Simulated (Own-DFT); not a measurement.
# Same atoms, different arrangement: As32Ga32, 64 atoms

The numbers are computed, not measured, by runs of the plane-wave DFT program Own-DFT (in-house, retired, unreviewed) at fixed positions, with no spin and no spin-orbit coupling.

Settings: PBE; PseudoDojo norm-conserving scalar-relativistic files; cutoff 42 hartree; 3 x 3 x 3 k mesh centred on Gamma; Fermi-Dirac smearing of 0.1 eV.

Limits (not all hold for every row): not probed for a lower state with spin; forces on such cells failed a check on a denser k mesh; forces not confirmed at this smearing and k mesh; stress not checked against mesh or cutoff.

All cells hold the same atoms in the same cell, with vectors in Å (11.307, 0.000, 0.000); (0.000, 11.307, 0.000); (0.000, 0.000, 11.307). Every atom was moved at random from its ideal site; u is the rms move along one axis. The defect's site can differ from row to row. E is the free energy of the whole cell, counted from the lowest run. The arrangements:

- A: zincblende GaAs
- B: zincblende GaAs, with one As on a Ga site and one Ga on an As site, 2.4 Å apart

```
arrangement   u (Å)  E (eV)  P (GPa)
          A  0.0189   0.009     3.51
          A  0.0191   0.000     3.51
          A  0.0209   0.096     3.53
          A  0.0496   2.258     3.97
          A  0.0518   2.443     4.01
          A  0.0523   2.495     4.04
          B  0.0288   3.055     3.95
          B  0.0300   3.208     3.96
          B  0.0320   3.225     3.95
          B  0.0480   4.679     4.31
          B  0.0513   4.823     4.28
          B  0.0533   4.807     4.34
```

The question: which arrangement lies lowest after the energy of the random moves is removed?

## Solution

Fit E = a + b u², with one b for all and one a for each arrangement, and with residuals divided by u², since the noise grows with the moves. Then b = 1024 eV/Å², the scatter at u = 0.04 Å is 0.09 eV, and against A:

- B: 2.58 ± 0.04 eV (higher)

These are energies of unrelaxed cells. Relaxing the atoms lowers the strained arrangements most, so the gaps would shrink and small ones could change sign.
